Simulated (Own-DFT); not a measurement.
## Calculated data, AlGa3N4 (wurtzite random alloy, atoms displaced)

All values are calculated (Own-DFT development build). A calculation, not a measurement: plane-wave density functional theory by an unreviewed code, no spin, of a simulated periodic cell, stress positive in tension, run twice, with PBE and with PBEsol, both on files made for PBE, so the change isn't that of files made for PBEsol, forces on such cells passed a denser k mesh, this cell's mesh not checked; the far tail of each file's local potential was reset to the Coulomb form; each entry is a single point on an unrelaxed cell, so the pressure reflects the starting lattice, mostly measured values (interpolated for alloys), from which strain is counted, and rises with the displacements; printed positions are rounded, which can move forces by about a meV/angstrom; the program, named Own-DFT, is a retired in-house code; no spin-orbit coupling; stress was not checked against mesh or cutoff.

Common to all runs: functional PBE, then PBEsol; potential files PseudoDojo norm-conserving, scalar-relativistic, standard set; wave cutoff 42 hartree; occupations Fermi-Dirac; smearing width 0.1 eV; k mesh 4 x 4 x 3 centred on Gamma.

(1) AlGa3N4 (wurtzite random alloy, atoms displaced)

```
AlGa3N4
1.0
      9.5092     0.0000     0.0000
     -4.7546     8.2353     0.0000
      0.0000     0.0000    10.2685
Ga N Al Ga N Al Ga N Ga N Ga Al N Al N Ga N Ga N Ga N Ga N Ga Al N Ga N Ga N Ga Al N Ga Al N Ga Al N Ga N Ga N
2 2 1 1 2 1 1 2 2 2 1 1 2 2 2 2 2 2 2 2 2 2 2 1 1 2 2 2 2 2 1 1 2 1 1 2 1 1 2 2 2 2 2
Direct
  0.11825 0.23065 0.98694
  0.22645 0.12416 0.26090
  0.10547 0.21093 0.19800
  0.21150 0.10507 0.42990
  0.10478 0.21981 0.51160
  0.21905 0.11303 0.75304
  0.11656 0.23058 0.67795
  0.23467 0.10482 0.93971
  0.12239 0.57807 0.01558
  0.21181 0.44896 0.23740
  0.10059 0.54967 0.19442
  0.21174 0.43656 0.44284
  0.11983 0.55925 0.50630
  0.22178 0.43584 0.73560
  0.10831 0.54849 0.69415
  0.22023 0.44995 0.95586
  0.12202 0.90005 0.99499
  0.23014 0.79181 0.27074
  0.11031 0.89008 0.17812
  0.22124 0.76218 0.43476
  0.10061 0.88568 0.49631
  0.23007 0.76913 0.74807
  0.11942 0.89120 0.68952
  0.20764 0.74917 0.94632
  0.43632 0.21674 0.99699
  0.55645 0.11379 0.25760
  0.43058 0.21030 0.18278
  0.56426 0.12598 0.42806
  0.44225 0.21483 0.49844
  0.54723 0.11383 0.75503
  0.43847 0.22972 0.68939
  0.56199 0.11256 0.95199
  0.43306 0.54565 0.00568
  0.56250 0.44298 0.26757
  0.44556 0.55982 0.18502
  0.56230 0.45653 0.43752
  0.45571 0.56408 0.49226
  0.55199 0.42810 0.74790
  0.45870 0.56560 0.68619
  0.54695 0.44989 0.94913
  0.43698 0.86252 0.99853
  0.55835 0.78325 0.24255
  0.43545 0.87971 0.19387
  0.56820 0.77894 0.44159
  0.44536 0.88871 0.50360
  0.55676 0.78021 0.74237
  0.43522 0.90655 0.69291
  0.54294 0.75550 0.92438
  0.76172 0.21506 0.99803
  0.90584 0.12933 0.25064
  0.77748 0.21410 0.19247
  0.89842 0.11355 0.43746
  0.77518 0.22402 0.49089
  0.88687 0.11488 0.74454
  0.76590 0.23501 0.68510
  0.89453 0.12833 0.93106
  0.77033 0.56663 0.00405
  0.88643 0.44859 0.25650
  0.77860 0.54679 0.18372
  0.90336 0.45116 0.43473
  0.75668 0.55972 0.50761
  0.88384 0.44015 0.74310
  0.79364 0.54752 0.68316
  0.88311 0.43850 0.93823
  0.78797 0.89390 0.99764
  0.88856 0.77413 0.24938
  0.77352 0.88731 0.19879
  0.87996 0.77610 0.43786
  0.77359 0.88836 0.49862
  0.89514 0.79640 0.74980
  0.76816 0.87731 0.68288
  0.89148 0.77094 0.93892
```

- PBE pressure: 10.89 GPa
- PBE stress xx: -9.73 GPa
- PBE stress yy: -10.54 GPa
- PBE stress zz: -12.39 GPa
- PBE stress yz: 1.2 GPa
- PBE stress xz: -1.08 GPa
- PBE stress xy: -2.25 GPa
- PBEsol pressure: 5.99 GPa
- PBEsol stress xx: -4.78 GPa
- PBEsol stress yy: -5.66 GPa
- PBEsol stress zz: -7.54 GPa
- PBEsol stress yz: 1.22 GPa
- PBEsol stress xz: -1.08 GPa
- PBEsol stress xy: -2.2 GPa
- rms change of force components from PBE to PBEsol: 0.079 eV/Å

Force:
| force element | PBE force x (eV/Å) | PBE force y (eV/Å) | PBE force z (eV/Å) | PBEsol force x (eV/Å) | PBEsol force y (eV/Å) | PBEsol force z (eV/Å) |
| --- | --- | --- | --- | --- | --- | --- |
| Ga | -0.427 | -1.077 | 2.251 | -0.435 | -1.033 | 2.214 |
| Ga | 0.16 | -1.598 | -4.059 | 0.145 | -1.555 | -3.975 |
| N | 1.775 | 2.974 | -3.202 | 1.723 | 2.924 | -3.105 |
| N | 0.524 | -0.322 | 5.566 | 0.615 | -0.228 | 5.322 |
| Al | 0.563 | 0.564 | -5.135 | 0.597 | 0.559 | -5.149 |
| Ga | 0.418 | -0.543 | -0.744 | 0.441 | -0.525 | -0.726 |
| N | -0.821 | -3.375 | 3.399 | -0.692 | -3.208 | 3.569 |
| N | -3.584 | 1.276 | -2.385 | -3.504 | 1.252 | -2.341 |
| Al | -1.601 | -9.949 | 1.919 | -1.586 | -10 | 1.967 |
| Ga | 2.229 | -1.13 | 1.866 | 2.166 | -1.106 | 1.829 |
| N | -1.287 | 2.386 | -0.183 | -1.094 | 2.291 | -0.091 |
| N | 2.032 | -0.017 | -0.282 | 1.964 | 0.141 | -0.31 |
| Ga | -0.844 | -2.112 | -0.157 | -0.814 | -2.076 | -0.176 |
| Ga | 0.43 | 3.508 | 2.227 | 0.415 | 3.422 | 2.143 |
| N | 0.048 | 1.047 | -0.061 | 0.185 | 0.942 | -0.178 |
| N | -1.278 | -0.027 | -2.093 | -1.111 | -0.111 | -2.062 |
| Ga | 0.094 | -3.745 | 1.133 | 0.079 | -3.655 | 1.134 |
| Al | -0.945 | -1.127 | -5.846 | -0.955 | -1.116 | -5.874 |
| N | 0.87 | -0.292 | 2.858 | 0.754 | -0.247 | 2.752 |
| N | -1.04 | 3.415 | 3.309 | -0.922 | 3.252 | 3.494 |
| Al | 0.644 | -0.305 | 0.426 | 0.665 | -0.313 | 0.433 |
| Al | -2.491 | -0.734 | 1.518 | -2.482 | -0.732 | 1.529 |
| N | -0.069 | -0.382 | -0.884 | -0.19 | -0.294 | -0.766 |
| N | 0.261 | 9.18 | -5.273 | 0.28 | 9.374 | -5.237 |
| Ga | 2.993 | 2.393 | 1.726 | 2.915 | 2.328 | 1.708 |
| Ga | -0.001 | -0.704 | -4.987 | 0.005 | -0.688 | -4.865 |
| N | 1.407 | 1.581 | 1.725 | 1.375 | 1.541 | 1.708 |
| N | -0.995 | -1.921 | 3.839 | -0.973 | -1.868 | 3.743 |
| Ga | -1.332 | 0.689 | 0.201 | -1.285 | 0.682 | 0.196 |
| Ga | 0.821 | 1.517 | 1.114 | 0.808 | 1.48 | 1.058 |
| N | 0.194 | -3.196 | -1.452 | 0.203 | -3.118 | -1.404 |
| N | -4.282 | -3.621 | -2.722 | -4.188 | -3.513 | -2.683 |
| Ga | 0.515 | 0.881 | -0.581 | 0.511 | 0.85 | -0.572 |
| Ga | -0.857 | -0.269 | -5.905 | -0.841 | -0.243 | -5.769 |
| N | 0.251 | 0.309 | 2.752 | 0.22 | 0.162 | 2.617 |
| N | -1.524 | -3.255 | 1.809 | -1.482 | -3.16 | 1.752 |
| Ga | -2.846 | -1.503 | 1.046 | -2.753 | -1.45 | 1.045 |
| Ga | 0.406 | 5.253 | 2.152 | 0.371 | 5.127 | 2.088 |
| N | -0.654 | -2.04 | -0.732 | -0.654 | -1.994 | -0.727 |
| N | 1.75 | -1.977 | -2.237 | 1.714 | -1.938 | -2.185 |
| Ga | -0.555 | 1.762 | 0.695 | -0.551 | 1.722 | 0.688 |
| Al | -0.297 | -0.906 | 0.918 | -0.308 | -0.906 | 0.937 |
| N | 0.535 | 0.248 | 0.213 | 0.528 | 0.375 | 0.096 |
| N | -3.408 | 0.613 | -1.962 | -3.317 | 0.591 | -1.796 |
| Ga | 0.245 | 0.245 | -0.751 | 0.242 | 0.229 | -0.719 |
| Ga | -1.153 | -0.161 | 0.763 | -1.084 | -0.195 | 0.755 |
| N | 1.735 | -2.291 | -1.086 | 1.855 | -2.116 | -1.139 |
| N | 0.784 | 2.316 | 1.528 | 0.734 | 2.271 | 1.508 |
| Ga | 3.876 | 3.678 | 1.935 | 3.79 | 3.594 | 1.893 |
| Ga | -2.572 | -2.851 | 0.637 | -2.511 | -2.8 | 0.626 |
| N | -1.147 | 1.676 | -0.021 | -1.121 | 1.533 | -0.043 |
| N | -0.897 | -0.192 | 1.708 | -1.025 | -0.265 | 1.596 |
| Ga | 1.785 | 1.455 | 0.859 | 1.72 | 1.429 | 0.845 |
| Al | -1.083 | 0.271 | -0.18 | -1.076 | 0.255 | -0.205 |
| N | 2.081 | -2.739 | -0.325 | 1.932 | -2.823 | -0.414 |
| N | 0.903 | -2.187 | -0.966 | 0.889 | -2.137 | -0.787 |
| Ga | 1.619 | -3.119 | -1.029 | 1.574 | -3.047 | -0.987 |
| Al | 1.034 | -1.021 | -1.229 | 1.022 | -1.048 | -1.236 |
| N | -0.682 | 0.419 | 2.196 | -0.824 | 0.509 | 2.081 |
| N | -1.967 | -0.364 | 0.501 | -1.89 | -0.382 | 0.667 |
| Ga | 4.995 | 0.952 | 0.228 | 4.864 | 0.938 | 0.233 |
| Al | 1.862 | 0.545 | 2.961 | 1.892 | 0.531 | 2.96 |
| N | -3.628 | 2.037 | 0.817 | -3.771 | 2.099 | 0.675 |
| N | 0.057 | 1.312 | -0.434 | -0.024 | 1.222 | -0.342 |
| Ga | -1.045 | -0.079 | 0.65 | -0.998 | -0.087 | 0.644 |
| Ga | 0.055 | 0.313 | -0.735 | 0.021 | 0.321 | -0.725 |
| N | 0.386 | 0.505 | -1.709 | 0.561 | 0.573 | -1.73 |
| N | 1.702 | 0.38 | 0.512 | 1.522 | 0.296 | 0.449 |
| Ga | 1.679 | 1.862 | -0.642 | 1.631 | 1.776 | -0.628 |
| Ga | 1.499 | -2.785 | 0.255 | 1.455 | -2.731 | 0.252 |
| N | 0.497 | 3.38 | 0.731 | 0.494 | 3.197 | 0.675 |
| N | -0.402 | 2.976 | -0.962 | -0.412 | 2.922 | -0.938 |

(2) AlGa3N4 (wurtzite random alloy, atoms displaced)

```
AlGa3N4
1.0
      9.5092     0.0000     0.0000
     -4.7546     8.2353     0.0000
      0.0000     0.0000    10.2685
Al N Ga N Ga N Ga N Ga N Ga N Ga Al N Ga N Ga N Ga N Ga N Al N Al Ga N Al Ga N Ga Al N Ga Al N Ga N Ga N
2 2 2 2 2 2 2 2 2 2 2 2 1 1 2 2 2 2 2 2 2 2 2 2 2 1 1 2 1 1 2 1 1 2 1 1 2 2 2 2 2
Direct
  0.12723 0.23090 0.00978
  0.22774 0.11179 0.26390
  0.12200 0.21265 0.19046
  0.21993 0.10361 0.44597
  0.09763 0.22125 0.50650
  0.22419 0.10001 0.74090
  0.11274 0.23490 0.68499
  0.23552 0.11617 0.94473
  0.09831 0.54860 0.00124
  0.21905 0.43745 0.24129
  0.11099 0.56631 0.18417
  0.22526 0.43321 0.41807
  0.09728 0.55382 0.49333
  0.22610 0.44879 0.75698
  0.10161 0.55329 0.69194
  0.21832 0.44999 0.93413
  0.12063 0.90094 0.01310
  0.23086 0.79619 0.24537
  0.11112 0.90893 0.17545
  0.21579 0.77839 0.43905
  0.11139 0.88425 0.50389
  0.22774 0.78389 0.75596
  0.10414 0.88569 0.69155
  0.22763 0.78284 0.92713
  0.46212 0.26315 0.00152
  0.55776 0.09918 0.25300
  0.43814 0.20593 0.19936
  0.56791 0.11500 0.44465
  0.45011 0.21785 0.48733
  0.55718 0.10477 0.75317
  0.44770 0.21668 0.69149
  0.55455 0.09827 0.94535
  0.43817 0.54812 0.00386
  0.55331 0.45023 0.25080
  0.44946 0.56312 0.18528
  0.56022 0.43701 0.43947
  0.44551 0.56508 0.49834
  0.54826 0.44868 0.74797
  0.43373 0.55773 0.69646
  0.56215 0.44505 0.94674
  0.45466 0.89507 0.00453
  0.54891 0.78389 0.24796
  0.45334 0.88824 0.18406
  0.54693 0.79369 0.44408
  0.45413 0.87939 0.50778
  0.57062 0.79712 0.74757
  0.44824 0.90010 0.69132
  0.54093 0.76160 0.94250
  0.77504 0.22549 0.99421
  0.87653 0.09323 0.25427
  0.78066 0.22037 0.19241
  0.86504 0.11355 0.43693
  0.77597 0.21396 0.49684
  0.87186 0.09674 0.74491
  0.77145 0.21402 0.68453
  0.89120 0.12439 0.95042
  0.76846 0.54483 0.00441
  0.89713 0.43307 0.24504
  0.79055 0.55963 0.19085
  0.89389 0.44751 0.43491
  0.77633 0.55953 0.49861
  0.90253 0.44066 0.75772
  0.77281 0.56027 0.69154
  0.87612 0.44898 0.93479
  0.76219 0.87327 0.99993
  0.88557 0.77864 0.25698
  0.76737 0.88192 0.19870
  0.87291 0.76051 0.43413
  0.75897 0.88297 0.50509
  0.88531 0.77244 0.74877
  0.77017 0.87949 0.67905
  0.88643 0.77412 0.94380
```

* PBE pressure: 10.38 GPa
* PBE stress xx: -8.89 GPa
* PBE stress yy: -10.36 GPa
* PBE stress zz: -11.88 GPa
* PBE stress yz: 0.09 GPa
* PBE stress xz: 1.16 GPa
* PBE stress xy: 0.08 GPa
* PBEsol pressure: 5.49 GPa
* PBEsol stress xx: -4.11 GPa
* PBEsol stress yy: -5.39 GPa
* PBEsol stress zz: -6.97 GPa
* PBEsol stress yz: 0.07 GPa
* PBEsol stress xz: 1.22 GPa
* PBEsol stress xy: 0.1 GPa
* rms change of force components from PBE to PBEsol: 0.079 eV/Å

Force:
| force element | PBE force x (eV/Å) | PBE force y (eV/Å) | PBE force z (eV/Å) | PBEsol force x (eV/Å) | PBEsol force y (eV/Å) | PBEsol force z (eV/Å) |
| --- | --- | --- | --- | --- | --- | --- |
| Al | -1.086 | -1.621 | -1.724 | -1.086 | -1.599 | -1.735 |
| Al | -0.389 | -0.136 | -1.18 | -0.391 | -0.138 | -1.147 |
| N | -1.465 | 0.351 | 0.007 | -1.559 | 0.437 | 0.101 |
| N | -0.899 | 0.366 | -0.649 | -0.859 | 0.337 | -0.479 |
| Ga | 0.873 | 0.175 | -1.925 | 0.876 | 0.19 | -1.865 |
| Ga | -0.861 | 2.339 | 1.704 | -0.814 | 2.275 | 1.661 |
| N | 0.042 | -2.092 | 1.415 | 0.033 | -2.047 | 1.351 |
| N | -1.206 | 1.603 | -1.153 | -1.07 | 1.504 | -1.154 |
| Ga | 0.227 | 1.851 | -1.036 | 0.242 | 1.836 | -1.006 |
| Ga | -0.299 | 0.609 | -0.858 | -0.266 | 0.6 | -0.799 |
| N | 0.615 | -0.762 | 0.769 | 0.725 | -0.673 | 0.671 |
| N | -0.755 | 1.12 | 3.478 | -0.744 | 1.094 | 3.4 |
| Ga | 2.76 | 0.483 | 1.141 | 2.657 | 0.487 | 1.107 |
| Ga | -1.921 | -0.549 | -1.612 | -1.867 | -0.528 | -1.576 |
| N | 1.45 | 0.952 | -0.889 | 1.603 | 1.052 | -0.941 |
| N | 0.689 | -1.624 | 2.9 | 0.677 | -1.468 | 2.781 |
| Ga | 0.185 | -0.998 | -6.879 | 0.183 | -0.965 | -6.72 |
| Ga | -0.982 | -1.127 | 0.303 | -0.95 | -1.141 | 0.29 |
| N | 0.519 | -0.98 | 7.932 | 0.522 | -1.092 | 7.683 |
| N | 2.554 | 0.343 | -0.381 | 2.392 | 0.289 | -0.405 |
| Ga | -1.355 | -0.029 | 0.016 | -1.305 | -0.02 | 0.027 |
| Ga | -0.514 | -0.94 | -2.591 | -0.506 | -0.907 | -2.508 |
| N | 0.396 | -0.746 | -0.698 | 0.397 | -0.717 | -0.69 |
| N | -0.341 | -0.445 | 4.777 | -0.337 | -0.434 | 4.665 |
| Ga | -0.143 | -12.34 | 3.493 | -0.16 | -12.09 | 3.409 |
| Al | -0.389 | 2.168 | 0.099 | -0.374 | 2.151 | 0.107 |
| N | 0.847 | 1.414 | -0.225 | 0.842 | 1.545 | -0.323 |
| N | -0.633 | -2.626 | -1.612 | -0.795 | -2.551 | -1.555 |
| Ga | -0.613 | -0.25 | 2.062 | -0.594 | -0.238 | 2.034 |
| Ga | -0.964 | 2.389 | 1.045 | -0.958 | 2.312 | 1.005 |
| N | -0.437 | 1.028 | -0.677 | -0.437 | 0.995 | -0.654 |
| N | 0.15 | 3.974 | -0.905 | 0.053 | 3.779 | -0.947 |
| Ga | -0.469 | 0.512 | -0.954 | -0.457 | 0.549 | -0.923 |
| Ga | 1.782 | -0.943 | 0.29 | 1.741 | -0.911 | 0.298 |
| N | -0.431 | -0.599 | 1.032 | -0.419 | -0.611 | 0.998 |
| N | -1.933 | 1.591 | -0.186 | -1.879 | 1.561 | -0.199 |
| Ga | -0.081 | -2.127 | 0.158 | -0.083 | -2.094 | 0.149 |
| Ga | 1.118 | -0.962 | -0.36 | 1.1 | -0.936 | -0.358 |
| N | 1.842 | 2.451 | -1.48 | 1.804 | 2.272 | -1.471 |
| N | -1.986 | 7.107 | -4.174 | -1.945 | 6.944 | -4.06 |
| Ga | -1.339 | -2.307 | -1.505 | -1.306 | -2.258 | -1.47 |
| Ga | 1.841 | -1.94 | 1.235 | 1.811 | -1.893 | 1.18 |
| N | -2.573 | 1.477 | 1.279 | -2.513 | 1.285 | 1.191 |
| N | 4.767 | -4.482 | -3.051 | 5.006 | -4.565 | -3.126 |
| Al | -7.853 | 4.482 | 1.95 | -7.922 | 4.505 | 1.976 |
| Al | -2.502 | -2.984 | 1.67 | -2.507 | -2.969 | 1.688 |
| N | 1.49 | -3.111 | -1.416 | 1.344 | -2.955 | -1.262 |
| N | 0.824 | 1.773 | -2.062 | 0.822 | 1.743 | -1.883 |
| Al | 0.02 | -0.57 | 1.161 | 0.002 | -0.544 | 1.17 |
| Ga | 0.828 | 2.412 | -1.006 | 0.778 | 2.344 | -0.968 |
| N | -0.691 | -0.287 | -1.211 | -0.558 | -0.403 | -1.166 |
| N | 5.022 | -2.558 | -0.059 | 5.156 | -2.666 | -0.179 |
| Al | -2.917 | 3.894 | 1.816 | -2.932 | 3.941 | 1.849 |
| Ga | 1.79 | 2.256 | 1.689 | 1.739 | 2.218 | 1.624 |
| N | 0.63 | 1.777 | -0.014 | 0.619 | 1.589 | 0.103 |
| N | 1.19 | -1.165 | -1.095 | 1.204 | -1.278 | -1.163 |
| Ga | 1.11 | 3.524 | 1.011 | 1.086 | 3.458 | 0.982 |
| Al | -1.793 | 1.564 | 1.065 | -1.774 | 1.567 | 1.063 |
| N | -0.38 | -1.462 | 0.34 | -0.493 | -1.366 | 0.28 |
| N | -1.834 | -2.474 | -0.866 | -1.771 | -2.289 | -0.74 |
| Ga | 1.084 | -2.661 | 1.273 | 1.043 | -2.584 | 1.229 |
| Al | -3.117 | -0.724 | -1.479 | -3.133 | -0.744 | -1.477 |
| N | 1.142 | -1.893 | -0.366 | 1.029 | -1.786 | -0.389 |
| N | 2.241 | -2.219 | -0.063 | 2.168 | -2.031 | 0.092 |
| Ga | 1.114 | 1.636 | 0.565 | 1.088 | 1.576 | 0.572 |
| Ga | 0.877 | -0.272 | -2.198 | 0.831 | -0.291 | -2.145 |
| N | 0.526 | -0.674 | -1.264 | 0.51 | -0.646 | -1.226 |
| N | -0.246 | 4.012 | 1.531 | -0.238 | 3.904 | 1.484 |
| Ga | 2.292 | 0.834 | -2.965 | 2.232 | 0.814 | -2.887 |
| Ga | 0.242 | 0.317 | 1.605 | 0.241 | 0.301 | 1.552 |
| N | 0.431 | 0.431 | 2.48 | 0.583 | 0.527 | 2.336 |
| N | -0.113 | 0.462 | -0.519 | -0.137 | 0.448 | -0.514 |
